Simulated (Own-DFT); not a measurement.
## Calculated data, GaP (zincblende, strongly disordered by large displacements), InAs (zincblende, strongly disordered by large displacements)

All values are calculated (Own-DFT development build). A calculation, not a measurement: plane-wave PBE density functional theory by an unreviewed code, no spin, of a simulated periodic cell, stress positive in tension, free energy of the whole cell less one offset for each atom, forces on such cells passed a denser k mesh, this cell's mesh not checked; broken bonds can close the gap or carry spin, so checks made on this kind of crystal may not hold here; offsets are fitted by least squares, one for each functional and potential file, so energies compare only between cells with the same atoms and settings and are not formation energies; the far tail of each file's local potential was reset to the Coulomb form; each entry is a single point on an unrelaxed cell, so the pressure reflects the starting lattice, mostly measured values (interpolated for alloys), from which strain is counted, and rises with the displacements; printed positions are rounded, which can move forces by about a meV/angstrom; the program, named Own-DFT, is a retired in-house code; no spin-orbit coupling.

Settings shared by all entries: functional PBE; potential files PseudoDojo norm-conserving, scalar-relativistic, standard set; wave cutoff 42 hartree; occupations Fermi-Dirac; smearing width 0.1 eV; k mesh 3 x 3 x 3 centred on Gamma.

(1) 
```xyz
64
Lattice="10.9010 0.0000 0.0000 0.0000 10.9010 0.0000 0.0000 0.0000 10.9010" Properties=species:S:1:pos:R:3:force_x:R:1:force_y:R:1:force_z:R:1 formula=GaP hardware=one_NVIDIA_H100 free_energy_of_cell_above_offsets=1.415 pressure=10.68 stress_xx=-11.56 stress_yy=-11.72 stress_zz=-8.76 stress_yz=-1.49 stress_xz=0.91 stress_xy=0.8 wall_time=546
Ga     0.0244     0.0126    10.5490     -0.448      0.913      3.955
Ga     0.6567     2.8474     2.9013     -3.337     -4.356     -5.212
Ga     2.7080    10.8774     2.8200      2.648      0.054      -0.49
Ga     2.5999     2.9209     0.1534     -0.129     -1.309     -2.284
P      1.5503     1.1855     1.4209     -1.708      1.943     -1.362
P      1.0558     4.0496     4.4130      5.493     -0.935      0.587
P      4.2877     1.0132     4.1100     -0.377      3.375     -1.014
P      4.1411     4.2116     1.1241     -0.054       0.74       2.07
Ga    10.7352    10.8901     5.6861      2.587      3.117      -2.69
Ga    10.7041     2.7578     8.1605      0.507     -1.139     -1.144
Ga     2.6025    10.8275     8.1590      0.388      1.448        1.2
Ga     2.6097     2.8603     5.6482       4.32      3.705     -2.285
P      1.6880     1.4079     6.6055     -5.049     -4.607      3.789
P      1.3033     3.9770     9.1703      2.073       1.98       3.15
P      4.0102     1.1090     9.6894     -0.373      1.926     -1.286
P      4.1534     4.3029     7.0137        2.9     -4.928     -4.661
Ga     0.2055     5.5176     0.0828     -2.285     -3.763     -2.756
Ga     0.0132     8.4583     2.8227     -2.162     -1.458     -0.577
Ga     2.4828     5.4401     3.0544      0.693     -0.307     -2.139
Ga     2.8217     8.1327    10.8786     -0.252       0.83      -0.02
P      0.9803     7.0660     1.2275      3.596      1.017      2.245
P      1.5606     9.4209     3.8989     -1.725      2.058       1.41
P      4.1009     6.5679     4.3229     -1.989      2.164     -5.483
P      4.2884     9.6732     1.2542     -4.314     -4.657      4.429
Ga    10.9006     5.5656     5.0842     -3.776      2.914      2.525
Ga     0.4158     7.9291     7.8126     -1.846      0.539       1.23
Ga     3.1801     5.7280     7.9550     -5.343      1.695      1.401
Ga     2.7330     8.0251     4.9431      0.112      1.235      3.598
P      1.5306     6.5124     6.3202      1.681      1.968      2.354
P      1.2766     9.6094     9.5868      2.898     -4.131     -2.632
P      4.2944     7.0120     9.2347     -1.839     -0.399      4.075
P      3.8564     9.8608     6.6359      2.077     -3.443     -0.889
Ga     5.4184    10.7410     0.0511      3.954      4.378     -3.439
Ga     5.6713     2.7524     2.4403     -2.245      1.308       2.43
Ga     8.1990    10.7175     2.6131       1.07      2.211     -0.532
Ga     8.3081     2.8561    10.8939      0.057     -0.626     -1.664
P      7.0377     1.5651     1.2884      0.028      -3.45     -0.243
P      6.6786     4.4987     4.2884      4.611     -6.318     -4.903
P      9.7422     1.4321     3.9245      1.173     -2.705     -1.396
P      9.3418     4.1090     1.4650      4.433     -0.471      0.038
Ga     5.6659    10.5309     5.2436     -3.823      4.165      5.106
Ga     5.2922     2.5529     7.9117     -1.895      1.362      3.966
Ga     8.2132     0.1143     8.2338     -1.717     -2.226     -1.869
Ga     8.4436     2.5883     5.1284     -2.477      2.644      2.846
P      6.7852     1.4729     6.9755      3.227     -2.625     -3.818
P      6.7955     3.9903     9.5889     -0.513      1.027     -1.465
P      9.5846     1.1736     9.4195     -0.119      4.392      0.845
P      9.8584     4.0965     6.5472     -2.736     -0.033      0.626
Ga     5.4719     5.7418    10.7987     -0.741     -2.541     -1.941
Ga     5.6027     8.0875     2.5039     -1.388      0.669      1.452
Ga     8.0286     5.4475     2.4960      1.182     -1.083      4.678
Ga     8.1863     8.1974     0.6893     -3.081     -2.549     -4.803
P      6.8574     6.6449     1.2889     -1.934      1.913     -0.287
P      6.8908     9.5563     4.0544      3.414     -4.749     -3.193
P      9.5118     7.0023     4.2697     -0.031      0.134     -3.695
P      9.6317     9.4261     1.1461      4.143      4.738      2.583
Ga     5.5858     5.7564     5.3234      0.244     -0.089       6.38
Ga     5.5623     8.3471     8.2657      2.306      3.253     -2.337
Ga     8.3802     5.6021     8.1913     -3.036     -4.331     -3.937
Ga     7.9538     7.9332     5.5020      3.202      4.953     -3.108
P      6.9431     6.8255     6.7732     -3.455     -2.034      5.168
P      7.0823     9.6774     9.8401     -0.338     -1.674     -1.016
P      9.4424     6.4752     9.5962      3.827       4.44      3.789
P      9.6531     9.4291     6.6608     -2.313     -2.268       2.65
```

Units: free_energy_of_cell_above_offsets in eV; pressure, stress_xx, stress_yy, stress_zz, stress_yz, stress_xz, stress_xy in GPa; wall_time in s; force_x, force_y, force_z in eV/Å.

(2) 
```xyz
64
Lattice="10.9010 0.0000 0.0000 0.0000 10.9010 0.0000 0.0000 0.0000 10.9010" Properties=species:S:1:pos:R:3:force_x:R:1:force_y:R:1:force_z:R:1 formula=GaP hardware=one_NVIDIA_H100 free_energy_of_cell_above_offsets=-1.485 pressure=10.05 stress_xx=-11.13 stress_yy=-9.9 stress_zz=-9.11 stress_yz=2.62 stress_xz=1.35 stress_xy=-1.68 wall_time=547.5
Ga     0.0314     0.0090    10.8764      1.282     -0.186      1.738
Ga    10.7769     2.9494     2.4836      3.919     -4.999      5.443
Ga     3.0364    10.7867     2.7103        3.3      2.596      0.997
Ga     2.6138     2.7395     0.1624       1.36     -0.429     -0.666
P      1.7105     1.1242     1.7149     -4.447      3.704      -3.77
P      1.5099     4.2043     3.7649      -1.38     -1.126      2.491
P      4.1003     1.5133     4.1394     -0.464     -2.162      1.287
P      4.2346     4.4652     1.1344     -4.065     -6.013      4.064
Ga     0.2537    10.8183     5.4381       0.17      2.451     -0.939
Ga     0.1155     2.7537     8.0850     -2.135      0.119      0.234
Ga     2.4862     0.0556     8.3404       1.25      0.753      0.956
Ga     2.6267     2.8095     5.5365      1.432      1.706      -3.28
P      1.5906     1.5594     6.8574     -2.757     -3.123      0.637
P      1.1976     3.9795     9.6636      0.112      1.668      1.003
P      4.0842     1.7226     9.2830       -0.4     -1.769       2.12
P      4.0969     3.9855     6.7947      0.781      2.448      0.662
Ga     0.1069     5.6000     0.5618     -3.577     -3.004     -5.558
Ga     0.5558     8.3084     2.4929     -3.806       4.66      3.304
Ga     2.8533     5.5209     2.5893      0.968      0.091      0.746
Ga     2.8660     8.0703    10.5664      1.149     -0.808      3.419
P      1.3736     6.8010     1.4659      6.233      1.037     -1.031
P      1.7979     9.8258     3.9937     -3.505     -4.843      3.581
P      4.0653     6.7601     4.1778      1.215      1.156     -0.466
P      4.0814     9.6074     1.3241     -1.353     -5.134      0.908
Ga    10.8607     5.5188     5.7569      2.625      1.787     -5.406
Ga    10.8016     8.4334     8.1386      0.203     -1.697      0.481
Ga     2.5053     5.4643     8.3361       0.01     -1.599     -1.158
Ga     2.7606     7.9526     5.6428      1.961       3.11     -2.281
P      1.3130     6.8760     6.7090     -0.831      0.185      3.825
P      1.3902     9.2870     9.7368     -2.121      3.131     -2.326
P      4.0941     6.5983     9.5052      0.169      1.754     -2.349
P      4.0555     9.8494     6.9771     -4.406     -3.804      3.033
Ga     5.3603    10.4899     0.0617       4.25      4.635     -3.992
Ga     5.2420     2.7189     2.7242      2.674      1.219     -1.491
Ga     8.0937    10.6479     2.6882      3.848       5.81     -1.068
Ga     8.0461     2.7157    10.4944      3.441     -4.889      4.345
P      7.0456     1.2075     1.3635     -2.675      1.433     -1.069
P      6.8262     4.0575     4.1296     -0.964      0.208      -0.03
P      9.5855     1.3087     4.2680     -0.303      0.474      -1.22
P      9.6796     4.0592     1.2970     -5.708      2.473     -3.082
Ga     5.2316    10.6170     5.6015      4.784      4.006     -5.221
Ga     5.7457     2.9947     8.1916     -0.504     -1.252     -0.389
Ga     8.3874    10.8087     8.0387     -4.593      2.225      4.549
Ga     7.9058     2.7844     5.8007      3.572      3.537     -4.384
P      7.1082     1.2630     6.8037     -4.487     -2.905      2.553
P      7.0565     4.2423     9.7497     -4.043      3.819     -2.844
P      9.4564     1.1324     9.6221      1.096      1.958     -1.527
P      9.5850     4.3188     6.6496     -3.831     -4.931       4.43
Ga     5.3853     5.6080     0.0234      3.315      0.662     -3.645
Ga     5.4691     8.3706     2.8515     -2.832      -2.72     -1.566
Ga     8.1431     5.5961     2.8995     -1.221     -2.504     -1.639
Ga     8.0564     8.1206     0.2776      0.682      0.138     -2.849
P      6.7610     6.6170     1.2346        1.2      2.044      3.403
P      7.1973     9.1916     3.6578     -1.703     -2.385      5.687
P      9.4518     6.6883     4.1859      4.947     -0.238     -1.233
P      9.4329     9.6102     1.2230      2.509     -0.939      0.829
Ga     5.5574     5.6830     5.6121     -4.123     -4.529     -4.264
Ga     5.2586     8.2923     8.0783      1.253     -1.706       0.49
Ga     8.0790     5.5992     8.2337      3.796     -1.267      1.985
Ga     8.3328     7.9855     5.3167     -2.043      2.461      2.929
P      6.8298     6.5080     6.8674      1.111      6.528      1.216
P      6.7993     9.3968     9.3785      0.367      0.127      1.017
P      9.5731     6.9135     9.5400     -0.023      0.039      0.857
P      9.6726     9.9211     6.8613      3.313     -5.191     -4.477
```

Units: free_energy_of_cell_above_offsets in eV; pressure, stress_xx, stress_yy, stress_zz, stress_yz, stress_xz, stress_xy in GPa; wall_time in s; force_x, force_y, force_z in eV/Å.

(3) 
```xyz
64
Lattice="12.1166 0.0000 0.0000 0.0000 12.1166 0.0000 0.0000 0.0000 12.1166" Properties=species:S:1:pos:R:3:force_x:R:1:force_y:R:1:force_z:R:1 formula=InAs hardware=one_NVIDIA_H200 free_energy_of_cell_above_offsets=-4.545 pressure=8.28 stress_xx=-8.31 stress_yy=-8.8 stress_zz=-7.72 stress_yz=0.46 stress_xz=-2.53 stress_xy=-0.18 wall_time=1153
In     0.1109     0.2547     0.0772     -1.751     -1.173     -0.842
In     0.4211     3.2813     3.0319       -2.9      -2.52     -1.955
In     2.9030    12.0328     2.9690      2.033      0.194      0.434
In     3.0000     2.9436     0.1642     -0.064      0.188     -2.051
As     1.5047     1.4808     1.6374      0.717      0.478      0.324
As     1.5537     4.4639     4.5468      2.437       2.12      3.878
As     4.5119     1.2791     4.9746     -0.642      0.595     -3.219
As     4.5719     4.5249     1.3190     -0.014      0.821      0.992
In    11.8647     0.0573     5.7308      3.318     -2.925      3.906
In    12.0381     3.4581     9.1939     -3.137     -5.168     -4.529
In     3.4157    11.8239     8.9726     -3.338      2.782      2.908
In     3.2492     3.0794     6.2059     -1.771     -1.115     -2.219
As     1.7862     1.6969     7.5415     -2.182     -1.446      1.533
As     1.1366     4.5883    10.5631      6.824       2.79      4.023
As     4.8082     1.4456    10.5801     -2.352     -1.664      2.138
As     4.5412     4.6875     7.2535     -2.375     -1.953      5.233
In    12.0722     6.1825    12.0033     -0.368     -0.139      1.157
In    12.1055     9.1648     3.0709      0.877      0.703      0.482
In     2.8264     6.0173     2.9446      1.244     -0.185      -0.42
In     3.0823     9.3067    11.6946     -1.741      0.649      1.985
As     1.1988     7.4654     1.6738       1.34      0.616      -1.26
As     1.6185    10.7343     4.6022       -1.8     -0.339       -0.1
As     4.3470     7.4164     4.7045      3.077     -2.087     -2.036
As     4.5013    10.3651     1.6107     -0.961      1.587     -1.644
In    12.1108     6.2100     5.8316      1.608     -3.282      3.035
In    11.9323     9.1518     8.9102      3.736     -5.454      3.542
In     3.1702     6.1216     9.1489     -1.469     -0.893     -0.374
In     2.9104     8.9197     5.6708     -1.595      1.876      3.148
As     1.4837     7.5412     7.5886      0.354      0.274     -0.218
As     1.0686    10.5116    10.6951      1.891      0.531     -0.422
As     4.5042     7.8041    10.4944      1.808     -2.331      0.253
As     4.6431    10.7487     7.3868      1.203     -3.852     -2.256
In     6.1663    11.9658     0.1306      0.865     -0.439     -0.583
In     5.8451     2.7694     2.9260     -0.612      0.769      1.563
In     9.3424     0.3580     3.3060     -4.538     -4.501     -5.116
In     9.2252     3.1624     0.3630     -3.207     -2.875      -4.09
As     7.6135     1.6422     1.5574      0.283     -1.817      0.085
As     7.4439     4.4412     4.3727       0.68      0.442      0.745
As    10.6331     1.5608     4.5737      2.928      5.655      0.249
As    10.8829     4.1943     1.3931      2.737      4.224      2.197
In     6.2737    12.0903     6.0553      1.852     -0.324     -0.127
In     5.7914     2.9276     9.0326      1.468      2.218     -1.382
In     8.8017    12.0670     8.7725      2.457     -1.659      2.317
In     9.4150     2.8424     6.2230     -2.156      1.541     -0.197
As     7.6365     1.6228     7.6380      -1.59      1.366      -1.66
As     7.7619     4.3709    10.4827     -0.958     -0.029      0.364
As    10.7759     1.3906    10.4181     -1.252      0.742      0.115
As    10.2979     4.5759     7.7490      1.342       1.15     -1.248
In     6.2754     6.0424    11.9645     -0.844     -0.572     -0.879
In     5.9120     9.1070     3.1369      0.614     -1.943      0.961
In     8.9817     6.1677     2.6170      4.848     -4.913      4.838
In     9.1137     9.0235     0.2362     -0.251     -0.172     -1.786
As     7.5860     7.4233     1.5237     -4.506      4.548       -2.4
As     7.7220    10.4778     4.3523     -0.576      1.904     -0.452
As    10.8817     7.7122     4.6670     -4.334      1.789     -2.061
As    10.6613    10.4679     1.5233      0.049      2.672      0.347
In     6.0441     6.0730     6.5178       5.45      3.937      -3.79
In     6.0263     8.9654     8.8779      0.345      1.367     -0.444
In     9.0164     6.2499     9.2279     -1.793     -1.843     -1.403
In     8.8767     9.0876     5.9758      4.191      1.979     -2.204
As     7.9072     7.7986     7.5159     -3.353     -3.526      2.958
As     7.7759    10.3306    10.3727     -0.953      0.332      1.454
As    10.5069     7.4457    10.5255      1.597      2.988      1.786
As    10.7659    10.5607     7.7878     -4.787      5.312     -5.583
```

Units: free_energy_of_cell_above_offsets in eV; pressure, stress_xx, stress_yy, stress_zz, stress_yz, stress_xz, stress_xy in GPa; wall_time in s; force_x, force_y, force_z in eV/Å.

(4) 
```xyz
64
Lattice="12.1166 0.0000 0.0000 0.0000 12.1166 0.0000 0.0000 0.0000 12.1166" Properties=species:S:1:pos:R:3:force_x:R:1:force_y:R:1:force_z:R:1 formula=InAs hardware=one_NVIDIA_H200 free_energy_of_cell_above_offsets=42.712 pressure=17.94 stress_xx=-18.7 stress_yy=-18.61 stress_zz=-16.5 stress_yz=1.38 stress_xz=1.97 stress_xy=0.26 wall_time=1228
In     0.1699     0.3402    11.7826      2.239     -1.989      3.999
In    11.8127     2.8249     2.6727     -1.982      -2.04      7.956
In     3.3713     0.0541     2.8517     -1.028     -0.273     -1.874
In     3.4669     3.0789     0.1229     -4.875     -2.547     -3.132
As     1.3425     2.4876     1.4343      7.285     -3.618     -5.389
As     1.6335     4.6917     4.6858     -4.846     -5.495          4
As     4.4495     1.6379     4.3709     -4.474      -4.95      5.722
As     4.9614     4.1149     1.2793      3.188      4.078      4.905
In     0.0237     0.2641     5.6872     -0.279     -1.746      0.765
In    11.9832     2.7654     9.7503      3.118      3.188     -1.642
In     3.0614     0.3046     8.7108      0.228     -0.308      1.689
In     2.7663     2.3980     6.0585      4.636      4.619     -3.753
As     1.2817     1.6295     7.4134      -4.84       -1.9      4.921
As     1.4901     4.2960    10.8564      0.483      1.075       0.08
As     4.6182     1.6282    10.5813     -0.868     -3.313      0.511
As     4.2630     4.6467     8.0871     -0.687      1.238     -3.921
In    11.6568     5.8687    11.6404      2.336     -8.384      4.216
In     0.7706     9.4002     2.7459     -5.083      3.772      2.271
In     2.9052     5.8040     3.3783      4.745      4.138     -5.633
In     2.8311     9.2793    11.8667      3.442     -6.009      2.572
As     1.7400     7.9503     1.4867      2.185     -6.731      -2.78
As     1.7646    10.8492     4.4005     -1.288      2.835      0.331
As     4.1899     7.6894     4.6287        3.8     -2.262     -2.121
As     4.6815    10.5681     0.9878     -10.52      0.987     -0.841
In     0.5671     6.1131     6.4560     -2.615     -3.954     -3.072
In    11.7565     8.9077     9.2436      1.013      4.942     -2.809
In     2.6901     6.0813     9.2430     -0.323      1.608      1.212
In     2.9396     9.2804     5.6861     -0.303      0.493      4.181
As     1.0700     7.8227     7.7542      4.439      2.614      0.758
As     1.9523    10.8440    10.7321     -4.113      5.807     -5.293
As     4.7911     7.6523    10.8390     -0.415     -0.132     -1.028
As     4.4673    10.5437     7.7298      -1.91      1.639     -2.688
In     6.0309    11.9134     0.1348     -2.536      11.22      0.467
In     5.8448     2.7508     3.2879      6.902      4.988     -5.285
In     8.8862     0.4176     3.4697     -5.491     -3.517     -7.127
In     8.8224     3.2722     0.2428      5.028     -2.745      2.978
As     7.6456     1.3878     0.7831     -0.026     -1.801      4.149
As     7.1499     5.0564     4.0035     -5.833     -11.12     -3.773
As    10.4092     1.5126     4.3860      6.928      4.884      3.387
As    10.3647     4.1211     1.7008      -1.89      6.702     -1.062
In     6.2202    11.9820     5.9436     -7.135     -2.834      0.334
In     5.6252     3.0688     9.0026      4.067     -0.767     -0.092
In     9.0295    11.9580     8.8849     -1.898      1.125     -0.043
In     9.5453     3.5348     5.6204     -1.421      0.706     -0.315
As     7.7102     1.3359     6.5777      4.238       4.86      3.692
As     7.6341     4.2204    10.9286     -4.028      3.322     -9.715
As    10.6417     1.1273    10.3861      -5.43     -1.708      0.424
As    10.6074     3.6791     7.8528      0.664      1.039     -0.456
In     6.3736     5.8223     0.0480     -1.444      2.339      0.464
In     5.6188     9.3060     2.3430      5.316     -7.378      8.003
In     8.8085     6.1897     3.4258      9.654      0.655      3.416
In     8.8170     9.2840    11.4214      6.796     -7.097       2.51
As     8.1376     6.8584     1.5654     -3.353      5.356     -9.486
As     7.8163    10.8452     4.6660     -0.655     -3.883     -1.282
As    10.3544     7.4943     4.5812      3.622      0.917      1.303
As    10.6944    10.8968     1.9906      0.373     -0.138     -1.006
In     6.7393     6.2081     5.6956     -3.841      5.076      8.519
In     6.1767     9.2640     8.6227     -4.339       3.46      7.022
In     9.2273     5.6894     8.5447      -0.86      0.646      1.257
In     8.6932     8.7837     5.8892      3.292      2.495     -2.797
As     7.5047     8.0072     7.6152      3.591     -8.424     -0.677
As     7.3533    10.7525    11.1772      1.756     -0.303     -8.972
As    11.0743     7.7485    10.9436     -5.729      5.021      2.214
As    10.3594    10.3281     7.7019      0.996     -0.474     -2.166
```

Units: free_energy_of_cell_above_offsets in eV; pressure, stress_xx, stress_yy, stress_zz, stress_yz, stress_xz, stress_xy in GPa; wall_time in s; force_x, force_y, force_z in eV/Å.
